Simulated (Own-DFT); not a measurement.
Al32O47 (corundum with one vacancy, atoms displaced) (calculated)

A calculation, not a measurement: plane-wave PBE density functional theory by an unreviewed code, no spin, of a simulated periodic cell, stress positive in tension, free energy of the whole cell less one offset for each atom, defect cell not probed for a lower state with spin; oxygen file: force components 24 meV/angstrom off all-electron in one glass; forces on such cells passed a denser k mesh, this cell's mesh not checked; offsets are fitted by least squares, one for each functional and potential file, so energies compare only between cells with the same atoms and settings and are not formation energies; the far tail of each file's local potential was reset to the Coulomb form; each entry is a single point on an unrelaxed cell, so the pressure reflects the starting lattice, mostly measured values, from which strain is counted, and rises with the displacements; printed positions are rounded, which can move forces by about a meV/angstrom; the program is a retired in-house code; no spin-orbit coupling; before rounding, a Quantum ESPRESSO 7.3.1 run of the same cell and cutoff gave forces within 1 meV/angstrom rms on each cell, which checks the program and not the settings. Program: Own-DFT development build.

Settings shared by all entries: functional PBE; potential files PseudoDojo norm-conserving, scalar-relativistic, standard set; wave cutoff 72 hartree; occupations Fermi-Dirac; smearing width 0.1 eV; k mesh 3 x 3 x 3 centred on Gamma.

(1) Al32O47 (corundum with one vacancy, atoms displaced)

```
Al32O47
1.0
      5.4940     0.0000     8.6604
     -2.7470     4.7579     8.6604
     -2.7470    -4.7579     8.6604
Al O Al O Al O Al O Al O Al O Al O Al O
4 6 4 6 4 6 4 6 4 5 4 6 4 6 4 6
Direct
  0.17928 0.16147 0.18614
  0.32320 0.33639 0.32322
  0.42578 0.42908 0.42921
  0.09853 0.07040 0.04839
  0.27470 0.47609 0.12213
  0.45001 0.11744 0.30714
  0.10421 0.28089 0.48136
  0.21596 0.03645 0.38339
  0.03062 0.38667 0.21298
  0.36306 0.23530 0.03421
  0.17378 0.17324 0.68027
  0.30404 0.31369 0.83388
  0.41883 0.43630 0.93784
  0.07431 0.07872 0.55992
  0.27418 0.50439 0.60284
  0.47525 0.10784 0.78200
  0.13190 0.28421 0.95229
  0.21435 0.03044 0.87696
  0.03290 0.37914 0.72749
  0.37780 0.22437 0.53581
  0.16284 0.67215 0.18626
  0.32941 0.83317 0.33701
  0.42960 0.91711 0.41275
  0.08044 0.56888 0.08567
  0.26410 0.97879 0.11738
  0.47306 0.63136 0.26477
  0.12276 0.78992 0.46919
  0.21596 0.53049 0.38759
  0.02698 0.87806 0.21052
  0.37536 0.71276 0.04482
  0.15762 0.68613 0.66642
  0.34772 0.80658 0.83647
  0.43828 0.91421 0.94542
  0.06920 0.58003 0.55836
  0.29171 0.96182 0.62116
  0.46590 0.63527 0.77563
  0.13473 0.76670 0.96840
  0.22934 0.52099 0.85803
  0.03908 0.88321 0.71184
  0.37620 0.70711 0.54551
  0.67851 0.17842 0.18603
  0.81966 0.33612 0.32271
  0.93302 0.43038 0.40762
  0.57229 0.07160 0.06279
  0.76631 0.47257 0.12153
  0.97245 0.11838 0.27446
  0.61539 0.28560 0.47436
  0.52844 0.36022 0.22575
  0.88777 0.21658 0.02103
  0.67775 0.17711 0.67413
  0.82779 0.31374 0.82043
  0.92548 0.41336 0.93222
  0.55987 0.09405 0.56825
  0.79328 0.46735 0.62618
  0.97469 0.12608 0.76207
  0.63137 0.27821 0.96324
  0.72031 0.02488 0.87399
  0.54819 0.36073 0.71141
  0.87069 0.22704 0.52166
  0.67838 0.67910 0.17121
  0.83272 0.83813 0.30908
  0.92864 0.90954 0.42847
  0.58584 0.57292 0.05851
  0.77666 0.98592 0.12684
  0.96030 0.63146 0.28259
  0.64032 0.77387 0.45705
  0.71675 0.52434 0.37997
  0.52317 0.87054 0.22567
  0.86265 0.71746 0.04519
  0.65804 0.67986 0.67921
  0.82330 0.82138 0.82088
  0.89592 0.94087 0.93139
  0.57067 0.57846 0.58680
  0.77293 0.96752 0.63214
  0.97164 0.62754 0.78399
  0.62258 0.76467 0.97386
  0.74398 0.51976 0.86485
  0.54387 0.88632 0.71168
  0.87627 0.74167 0.50846
```

```
free energy of cell above offsets : -41.642 eV
pressure                          : 13.65 GPa
stress xx                         : -16.9 GPa
stress yy                         : -10.18 GPa
stress zz                         : -13.87 GPa
stress yz                         : 0.73 GPa
stress xz                         : -0.11 GPa
stress xy                         : -0.02 GPa
```

Force:
```csv
element,x (eV/Å),y (eV/Å),z (eV/Å)
Al,-1.821,2.199,-0.687
Al,0.458,-2.922,-1.725
Al,-0.647,1.327,0.975
Al,-6.714,-2.245,0.943
O,-0.909,-2.092,2.349
O,1.567,2.886,0.13
O,2.694,1.576,2.155
O,4.11,1.26,-3.249
O,0.33,-2.007,-1.825
O,1.455,-1.756,-0.906
Al,0.922,0.182,-1.047
Al,5.868,5.521,4.962
Al,2.729,0.644,-3.744
Al,-3.001,-2.405,2.929
O,0.949,-2.928,-1.501
O,-2.148,0.924,2.297
O,-5.13,-4.599,-2.544
O,4.824,1.229,-2.551
O,1.62,0.524,-1.736
O,-3.648,2.012,-2.374
Al,0.627,1.771,1.247
Al,-0.256,-2.472,-6.291
Al,-1.786,-2.322,6.726
Al,0.003,4.399,-2.531
O,1.64,-1.987,3.935
O,-0.91,-0.84,1.053
O,0.379,1.145,-0.435
O,3.541,2.51,-3.732
O,0.809,-0.104,0.838
O,0.381,1.336,-1.386
Al,1.095,-2.055,2.855
Al,-5.048,3.68,-0.772
Al,-0.882,2.445,-2.493
Al,-2.494,-3.231,2.619
O,-0.676,-0.111,0.925
O,1.958,-2.037,-0.145
O,-1.076,-0.328,0.478
O,-1.201,-1.045,2.28
O,-1.616,-1.651,-1.748
O,-0.05,3.545,-0.298
Al,2.081,-1.937,-0.897
Al,0.324,-1.218,-2.071
Al,-3.042,-2.236,0.591
Al,-2.717,0.603,2.626
O,1.443,-1.354,1.707
O,-0.506,1.025,1.649
O,1.297,-0.177,0.149
O,-2.196,2.748,1.631
O,-0.816,-0.289,-0.696
Al,1.203,0.245,-1.712
Al,0.472,0.531,1.3
Al,0.456,1.608,0.685
Al,4.204,-2.101,1.029
O,-1.629,1.737,-1.15
O,-1.543,-1.701,0.739
O,-1.747,-0.742,-0.448
O,-0.617,-0.615,-0.477
O,-3.114,0.774,2.187
O,1.122,-0.002,-0.165
Al,-1.148,-2.951,-2.079
Al,-2.012,-1.279,-0.659
Al,-1.903,4.133,3.321
Al,-0.781,-2.133,-0.076
O,0.096,0.828,-2.848
O,1.771,0.284,0.327
O,-1.402,-0.69,-0.221
O,0.178,1.359,0.347
O,0.588,2.116,0.25
O,1.579,2.461,1.274
Al,3.806,1.488,2.642
Al,0.329,-0.029,-0.136
Al,5.05,-0.189,1.924
Al,2.567,-0.554,-3.094
O,0.815,1.246,0.447
O,-0.559,-0.068,-1.32
O,2.051,1.032,3.152
O,-3.113,0.856,-1.327
O,-0.481,-3.36,-2.943
O,-0.048,-3.429,-1.635
```

(2) Al32O47 (corundum with one vacancy, atoms displaced)

```
Al32O47
1.0
      5.4940     0.0000     8.6604
     -2.7470     4.7579     8.6604
     -2.7470    -4.7579     8.6604
Al O Al O Al O Al O Al O Al O Al O Al O
4 5 4 6 4 6 4 6 4 6 4 6 4 6 4 6
Direct
  0.17559 0.17490 0.17650
  0.32803 0.31922 0.32367
  0.42525 0.42940 0.42207
  0.07274 0.07804 0.07539
  0.27828 0.47603 0.12655
  0.47794 0.11928 0.27467
  0.12816 0.27942 0.46598
  0.21617 0.03329 0.37130
  0.37135 0.21970 0.03611
  0.17990 0.17185 0.67615
  0.32050 0.32948 0.83111
  0.42749 0.42803 0.92240
  0.07229 0.07969 0.56976
  0.27741 0.47518 0.62558
  0.47044 0.13011 0.77441
  0.12298 0.27465 0.97519
  0.22609 0.01761 0.87712
  0.02148 0.37787 0.72878
  0.37744 0.21829 0.53143
  0.17753 0.67506 0.17419
  0.32532 0.82443 0.32476
  0.42770 0.92749 0.42748
  0.07992 0.57189 0.07484
  0.27997 0.97862 0.12366
  0.47593 0.62976 0.26977
  0.13231 0.77289 0.47044
  0.22567 0.51928 0.38096
  0.02557 0.87938 0.22138
  0.37620 0.72191 0.02642
  0.17576 0.68017 0.67259
  0.32236 0.82323 0.82342
  0.42282 0.92766 0.93000
  0.07728 0.56486 0.57749
  0.27421 0.97716 0.61662
  0.46886 0.61843 0.77718
  0.12820 0.77416 0.97324
  0.22448 0.52339 0.87939
  0.02940 0.87273 0.72437
  0.37402 0.71979 0.52943
  0.67729 0.17593 0.17450
  0.82739 0.32490 0.31674
  0.92443 0.42578 0.42498
  0.57637 0.07212 0.07540
  0.77734 0.46901 0.12455
  0.97053 0.13045 0.27425
  0.62596 0.28216 0.47501
  0.72020 0.02365 0.37699
  0.53140 0.37399 0.22117
  0.87282 0.22240 0.02779
  0.67049 0.17363 0.68373
  0.82951 0.31981 0.82001
  0.92390 0.43071 0.92244
  0.57146 0.07122 0.57312
  0.77346 0.47056 0.62827
  0.97606 0.12829 0.77832
  0.62160 0.27814 0.97437
  0.72363 0.02858 0.87438
  0.52898 0.37992 0.71635
  0.87136 0.23025 0.52364
  0.67832 0.67499 0.17164
  0.82190 0.82706 0.32539
  0.93209 0.92096 0.42236
  0.57783 0.57158 0.07386
  0.78531 0.96361 0.12265
  0.96656 0.62749 0.27954
  0.63065 0.77526 0.47060
  0.72251 0.52820 0.37204
  0.53126 0.87118 0.22436
  0.87726 0.72080 0.02965
  0.67629 0.67437 0.67424
  0.82849 0.82310 0.82026
  0.92475 0.92726 0.92873
  0.57397 0.56796 0.58063
  0.77087 0.97839 0.62178
  0.96885 0.62928 0.77653
  0.62100 0.77941 0.97725
  0.72058 0.53280 0.86871
  0.52325 0.87926 0.71842
  0.87507 0.72228 0.52746
```

```
free energy of cell above offsets : -56.633 eV
pressure                          : 7.24 GPa
stress xx                         : -7.29 GPa
stress yy                         : -7.49 GPa
stress zz                         : -6.95 GPa
stress yz                         : -0.44 GPa
stress xz                         : 0.28 GPa
stress xy                         : -0.31 GPa
```

Force:
```csv
element,x (eV/Å),y (eV/Å),z (eV/Å)
Al,-1.116,0.744,0.611
Al,-0.136,0.362,0.026
Al,0.498,-0.65,1.208
Al,0.269,0.152,-0.587
O,0.717,-0.311,-0.312
O,-0.718,0.181,0.835
O,-0.477,-0.329,0.179
O,0.363,-1.115,0.62
O,0.91,0.956,0.287
Al,-0.326,0.12,0.391
Al,0.735,0.037,-1.362
Al,-0.301,-1.34,0.02
Al,0.028,-0.037,-0.582
O,-0.008,-0.503,-0.245
O,-0.646,-0.875,0.171
O,0.079,1.105,0.052
O,-1.14,0.854,0.383
O,1.448,-0.11,-0.687
O,-0.436,0.584,-0.772
Al,-0.397,-0.298,0.534
Al,0.521,0.256,0.257
Al,0.888,-0.319,-1.17
Al,-0.97,-1.007,-0.965
O,0.077,-0.565,-0.821
O,-0.612,-1.005,-0.488
O,-0.903,0.508,-0.497
O,-0.276,0.942,-0.368
O,0.724,-0.258,-0.028
O,0.118,-0.385,0.126
Al,0.352,-0.68,-0.132
Al,0.547,-0.06,0.187
Al,0.524,0.356,-0.168
Al,-0.436,0.968,0.503
O,-0.068,-1.161,0.969
O,-0.596,1.376,1.702
O,-0.348,0.542,-0.229
O,-0.272,0.85,-0.366
O,-0.289,0.789,0.213
O,0.205,0.449,0.613
Al,0.145,-0.128,0.107
Al,-0.991,-0.669,0.868
Al,-0.089,0.787,-0.307
Al,-0.151,-0.194,-0.578
O,0.303,0.696,-0.023
O,0.313,-1.092,-0.76
O,-0.172,0.573,-1.29
O,-0.007,0.814,0.039
O,-0.164,-0.333,-0.327
O,0.165,0.016,0.07
Al,0.473,1.551,-0.7
Al,-1.568,0.12,0.512
Al,0.005,-0.602,0.139
Al,0.353,0.239,1.445
O,0.786,0.019,0.209
O,0.548,-0.526,-1.18
O,0.728,0.11,0.185
O,-0.042,-0.083,0.165
O,-0.408,-1.959,-0.427
O,0.64,-1.241,0.417
Al,-0.266,-0.317,0.909
Al,0.606,-0.258,-0.434
Al,-0.896,-0.112,0.601
Al,-0.467,0.665,-0.409
O,-1.317,0.387,0.773
O,0.607,-0.079,0.642
O,-1.089,-0.274,-0.416
O,-0.086,0.087,0.219
O,-0.39,0.372,0.18
O,0.164,0.338,-0.494
Al,-0.192,0.46,0.268
Al,-1.063,0.123,0.039
Al,1.072,-0.071,-0.575
Al,0.509,1.921,-0.571
O,1.165,-0.964,0.477
O,0.508,-0.319,-0.078
O,0.993,0.899,-0.091
O,-0.291,-0.834,0.481
O,0.503,-0.904,-0.501
O,0.534,-0.346,0.306
```

(3) Al32O47 (corundum with one vacancy, atoms displaced)

```
Al32O47
1.0
      5.4940     0.0000     8.6604
     -2.7470     4.7579     8.6604
     -2.7470    -4.7579     8.6604
Al O Al O Al O Al O Al O Al O Al O Al O
4 6 4 5 4 6 4 6 4 6 4 6 4 6 4 6
Direct
  0.17673 0.17272 0.17341
  0.32516 0.32000 0.32763
  0.42584 0.43378 0.42606
  0.07323 0.07694 0.07662
  0.27842 0.47296 0.12753
  0.47311 0.12795 0.28067
  0.12348 0.27633 0.47030
  0.22027 0.03024 0.37590
  0.01957 0.38005 0.22739
  0.37283 0.22390 0.02799
  0.17719 0.17740 0.67188
  0.32641 0.32326 0.82238
  0.43182 0.41724 0.93049
  0.07561 0.07576 0.57666
  0.46827 0.13397 0.77709
  0.12643 0.28146 0.96899
  0.21620 0.02462 0.88050
  0.02773 0.37551 0.72254
  0.38117 0.21662 0.53073
  0.17762 0.67930 0.17292
  0.32029 0.82476 0.32393
  0.42339 0.92680 0.42515
  0.07806 0.57507 0.06903
  0.27392 0.97140 0.12653
  0.46899 0.61930 0.28537
  0.12385 0.78058 0.47410
  0.22185 0.53223 0.37252
  0.02609 0.88321 0.21794
  0.37882 0.72164 0.02698
  0.18123 0.68064 0.67351
  0.32942 0.82504 0.81728
  0.42537 0.92975 0.92641
  0.07641 0.56887 0.57566
  0.27976 0.97447 0.62346
  0.46885 0.62469 0.78018
  0.12756 0.78277 0.96628
  0.21932 0.53506 0.86997
  0.02919 0.86982 0.72835
  0.37931 0.72493 0.52550
  0.67501 0.17565 0.17244
  0.82832 0.32375 0.32062
  0.93026 0.42770 0.41946
  0.56742 0.07683 0.07742
  0.78198 0.46956 0.11907
  0.97476 0.12440 0.27201
  0.62046 0.28375 0.46810
  0.72567 0.02731 0.37139
  0.53280 0.37214 0.21854
  0.86505 0.22335 0.03467
  0.67425 0.17750 0.67312
  0.82439 0.32201 0.82462
  0.92889 0.42686 0.92315
  0.56870 0.07463 0.57983
  0.77756 0.46942 0.61864
  0.97426 0.11860 0.77950
  0.62207 0.28176 0.96868
  0.71562 0.02775 0.87777
  0.53157 0.37253 0.72279
  0.87299 0.22076 0.52776
  0.68097 0.66841 0.18690
  0.82296 0.82819 0.32446
  0.92755 0.92162 0.42565
  0.57823 0.57164 0.07768
  0.78028 0.97646 0.12083
  0.96899 0.62697 0.27354
  0.62725 0.78205 0.46885
  0.72093 0.52581 0.37263
  0.53123 0.87707 0.21896
  0.87970 0.72044 0.02639
  0.67579 0.67940 0.67721
  0.82104 0.82199 0.82682
  0.92116 0.93186 0.92749
  0.56934 0.57529 0.57580
  0.78043 0.96876 0.62632
  0.96801 0.62124 0.78734
  0.61829 0.78727 0.97203
  0.72991 0.52289 0.87122
  0.52517 0.87535 0.72213
  0.87778 0.72593 0.52307
```

```
free energy of cell above offsets : -56.360 eV
pressure                          : 7.19 GPa
stress xx                         : -6.85 GPa
stress yy                         : -7.79 GPa
stress zz                         : -6.95 GPa
stress yz                         : -0.47 GPa
stress xz                         : -0.4 GPa
stress xy                         : 0.06 GPa
```

Force:
```csv
element,x (eV/Å),y (eV/Å),z (eV/Å)
Al,-0.858,0.139,0.88
Al,-0.07,1.025,0.748
Al,-0.708,-1.878,-1.068
Al,-0.223,0.506,-1.497
O,0.313,-0.029,-0.686
O,0.296,-0.357,-1.331
O,0.335,-0.052,1.037
O,0.419,0.095,-0.23
O,1.917,0.238,-0.712
O,-0.291,-0.28,-0.012
Al,-0.149,-0.912,0.749
Al,-0.987,1.773,0.246
Al,-1.479,1.637,-0.15
Al,-0.503,-0.427,-1.411
O,0.967,-1.144,-1.139
O,0.017,-0.529,-0.152
O,0.397,1.007,0.587
O,0.735,-0.292,-0.556
O,-1.513,0.757,-1.027
Al,-0.05,0.51,-0.3
Al,0.513,-0.048,0.221
Al,0.535,0.179,0.727
Al,-0.474,0.218,0.391
O,0.412,0.067,0.677
O,0.256,2.176,1.254
O,0.31,-0.285,0.027
O,0.028,-0.632,-0.225
O,0.707,-1.152,-0.531
O,0.026,-0.168,0.14
Al,-0.685,-0.469,-0.944
Al,-1.15,-0.937,0.133
Al,-0.292,-0.326,-0.833
Al,-0.155,0.512,0.83
O,0.187,0.305,-0.355
O,0.711,0.146,0.021
O,-0.093,-0.634,0.007
O,0.915,-1.123,0.306
O,-0.052,1.248,0.111
O,-0.448,0.076,-0.673
Al,-0.286,-0.497,0.917
Al,-0.456,-0.519,-0.551
Al,-0.958,-0.29,-0.177
Al,1.22,0.096,-0.092
O,-0.952,-0.288,0.929
O,-0.644,-0.193,0.836
O,1.021,-0.797,0.658
O,-0.916,-0.354,0.435
O,-0.893,0.109,0.251
O,1.768,0.84,0.565
Al,0.502,-0.209,0.532
Al,-0.068,0.377,-0.153
Al,-0.212,-0.438,-0.503
Al,1.612,0.743,-0.011
O,-0.238,-0.395,1.146
O,-0.613,1.329,0.812
O,0.874,-0.91,0.356
O,0.137,0.273,0.395
O,-0.592,0.224,-0.156
O,0.469,-0.104,0.171
Al,0.11,2.499,-0.763
Al,0.518,0.284,-0.487
Al,-0.623,0.608,0.318
Al,0.026,0.489,-0.887
O,-0.683,-0.382,-0.23
O,-0.113,0.25,1.016
O,-0.528,-0.466,-0.47
O,-0.67,-1.113,0.932
O,-0.549,-0.676,-0.374
O,-1.024,-0.285,-0.397
Al,0.72,-0.222,-0.715
Al,0.187,-0.066,0.814
Al,0.959,-0.933,-0.858
Al,1.169,-0.389,0.718
O,-0.555,0.466,-0.401
O,0.784,1.212,-0.228
O,0.644,-1.067,-0.082
O,-1.087,0.617,-0.012
O,0.084,0.303,0.664
O,0.041,-1.067,-0.175
```
